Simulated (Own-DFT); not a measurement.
Si$_{23}$GeO$_{48}$ (quartz with substituted atoms, atoms displaced) (calculated)

A calculation, not a measurement: plane-wave PBE and HSE06 DFT by an unreviewed code, no spin, of a simulated cell at Gamma alone, so results move with cell size and shape, stress positive in tension, energies less offsets, not probed for a lower state with spin; oxygen file: force components 24 meV/angstrom off all-electron in a glass; k mesh not checked against a denser one; forces and stress are PBE's, HSE06 gives the energy alone, and its difference from PBE has offsets of its own; offsets are fitted by least squares, one for each functional and potential file, so energies compare only between cells with the same atoms and settings and are not formation energies; the far tail of each file's local potential was reset to the Coulomb form; each entry is a single point on an unrelaxed cell, so the pressure reflects the starting lattice, mostly measured values (interpolated for alloys), from which strain is counted, and rises with the displacements; printed positions are rounded, which can move forces by about a meV/angstrom; the program, named Own-DFT, is a retired in-house code; no spin-orbit coupling. Program: Own-DFT development build.

### Si$_{23}$GeO$_{48}$ (quartz with substituted atoms, atoms displaced)

```xyz
72
Lattice="9.8268 0.0000 0.0000 -4.9134 8.5103 0.0000 0.0000 0.0000 10.8104" Properties=species:S:1:pos:R:3 Si23GeO48
Si     2.3456     0.0450     0.0463
Si    -1.1275     2.0811     3.5762
Si     1.2535     2.2588     1.8602
O      1.3367     1.1743     0.7413
O      2.7655     2.5127     2.3718
O      3.1720     0.6048     4.3150
O     -1.0578     3.1879     4.7441
O      0.3869     1.8381     2.9170
O      0.7327     3.5825     1.1181
Ge    -2.5638     8.4517     5.3958
Si    -1.1579     2.0306     8.9156
Si     1.3356     2.2218     7.1522
O      1.3673     1.1553     6.0697
O      2.7309     2.5161     7.8818
O      3.2580     0.6193     9.5885
O     -1.1306     3.1300    10.1968
O      0.2509     1.7729     8.2827
O      0.8749     3.6419     6.5545
Si    -0.2063     4.1805     0.0012
Si     6.2166     6.2072     3.6385
Si    -1.1520     6.5393     1.7592
O     -1.1122     5.4150     0.6448
O      0.3165     6.7354     2.4325
O      0.7498     4.9075     4.3177
O     -3.5012     7.4124     4.7631
O     -2.2711     6.0079     2.9106
O     -1.6436     7.8444     1.0532
Si    -0.0923     4.3052     5.3759
Si    -3.5246     6.2717     8.9751
Si    -1.1982     6.5630     7.2328
O     -1.0303     5.4356     6.0607
O      0.2870     6.7635     7.8754
O      0.8393     4.8643     9.6429
O     -3.5227     7.3409    10.1026
O     -2.1786     5.9282     8.3452
O     -1.6128     7.8784     6.5502
Si     7.2625     0.0573    10.7862
Si     3.7755     1.9928     3.6392
Si     6.2354     2.2847     1.8391
O      6.2502     1.1436     0.7551
O      7.6830     2.6136     2.4663
O      8.1127     0.7274     4.2377
O      3.8300     3.0431     4.7067
O      5.2056     1.6328     2.9590
O      5.6604     3.6254     1.2444
Si     2.2735     8.4708     5.4098
Si     3.7178     1.9828     8.9798
Si     6.1628     2.2840     7.2089
O      6.2939     1.1701     6.1727
O      7.7251     2.5419     7.8374
O      8.1705     0.6184     9.6429
O      3.8513     3.1446    10.2067
O      5.2198     1.7261     8.3396
O      5.7480     3.6266     6.6652
Si     4.7644     4.1615     0.0056
Si     1.3798     6.2624     3.6186
Si     3.7183     6.5060     1.7791
O      3.8249     5.4493     0.6748
O      5.1732     6.7756     2.3991
O      5.7758     4.9920     4.2755
O      1.2848     7.4199     4.7835
O      2.7960     6.0344     2.9137
O      3.2185     7.9091     1.1203
Si     4.7617     4.2749     5.3886
Si     1.3564     6.2599     8.9817
Si     3.7186     6.5143     7.2033
O      3.7411     5.4003     6.0740
O      5.1889     6.8193     7.7855
O      5.7235     4.8589     9.6677
O      1.4110     7.3724    10.1222
O      2.7604     5.9673     8.3740
O      3.2219     7.8982     6.5687
```

- first functional: PBE
- second functional: HSE06
- exact exchange share: 0.25
- screening: 0.11 1/bohr
- exchange divergence: Gygi-Baldereschi
- potential files: PseudoDojo norm-conserving, scalar-relativistic, made for PBE, standard set
- wave cutoff: 48 hartree
- occupations: fixed
- k mesh: 1 x 1 x 1 centred on Gamma
- PBE energy of cell above offsets: -14.994 eV
- HSE06 less PBE above offsets: -0.345 eV
- PBE pressure: 12.04 GPa
- PBE stress xx: -9.81 GPa
- PBE stress yy: -12.71 GPa
- PBE stress zz: -13.61 GPa
- PBE stress yz: 0.48 GPa
- PBE stress xz: 1.33 GPa
- PBE stress xy: -2.52 GPa

Force:
```csv
element,x (eV/Å),y (eV/Å),z (eV/Å)
Si,-3.501,0.467,-3.029
Si,0.626,-0.677,0.821
Si,6.418,3.993,-6.09
O,1.405,-3.658,-3.27
O,1.646,-0.309,1.916
O,7.708,6.539,-9.753
O,-0.181,-0.343,-0.131
O,-7.855,-2.839,8.512
O,0.558,0.437,1.058
Ge,-3.353,2.378,6.874
Si,0.546,-0.925,4.081
Si,-1.581,2.628,2.306
O,-1.052,-0.968,-1.438
O,0.175,0.516,-0.669
O,-1.27,-1.684,1.879
O,-1.918,-2.968,-2.332
O,1.723,-0.39,0.011
O,-0.704,0.898,-1.03
Si,2.316,4.648,-0.643
Si,-0.443,9.702,-4.707
Si,0.042,-2.18,2.333
O,0.46,-1.589,-1.099
O,0.276,-0.119,0.729
O,4.744,3.279,-5.325
O,-6.628,-7.723,-4.346
O,4.213,0.286,-2.104
O,1.013,1.089,1.418
Si,-2.891,-2.388,5.937
Si,-5.773,-1.595,0.365
Si,3.015,-3.268,0.499
O,-0.463,-0.003,0.011
O,-0.376,0.312,-0.386
O,-1.281,-0.848,1.097
O,1.2,3.474,2.585
O,2.826,-0.321,-1.506
O,2.589,0.157,3.949
Si,-2.846,-0.925,0.695
Si,-1.46,-4.301,-5.439
Si,-0.534,-0.954,1.294
O,1.147,-1.753,-2.415
O,0.029,0.189,-0.492
O,-0.514,-1.237,0.73
O,1.624,5.761,4.833
O,0.195,0.673,0.49
O,-0.372,1.191,-0.368
Si,0.74,4.076,0.509
Si,2.665,1.875,1.014
Si,3.895,-1.489,3.502
O,0.821,-3.794,-3.867
O,-3.821,0.961,-2.716
O,1.126,1.721,-1.665
O,-3.162,-4.669,-3.1
O,-1.988,-0.079,1.932
O,-3.315,5.648,-4.364
Si,2.145,6.464,1.91
Si,-2.581,0.023,-0.62
Si,2.627,3.097,-1.466
O,0.954,-4.098,-3.261
O,1.661,-0.273,2.183
O,-4.407,-9.147,5.393
O,-0.187,-1.352,-1.016
O,-2.651,-1.212,3.614
O,0.707,-0.311,1.307
Si,0.239,-0.429,1.621
Si,-2.75,-0.837,1.421
Si,1.038,0.627,1.577
O,1.148,-2.578,-2.484
O,1.62,-0.793,1.103
O,-0.029,0.267,-0.141
O,0.33,1.638,1.129
O,1.867,-0.219,-1.033
O,-0.192,0.226,-0.329
```
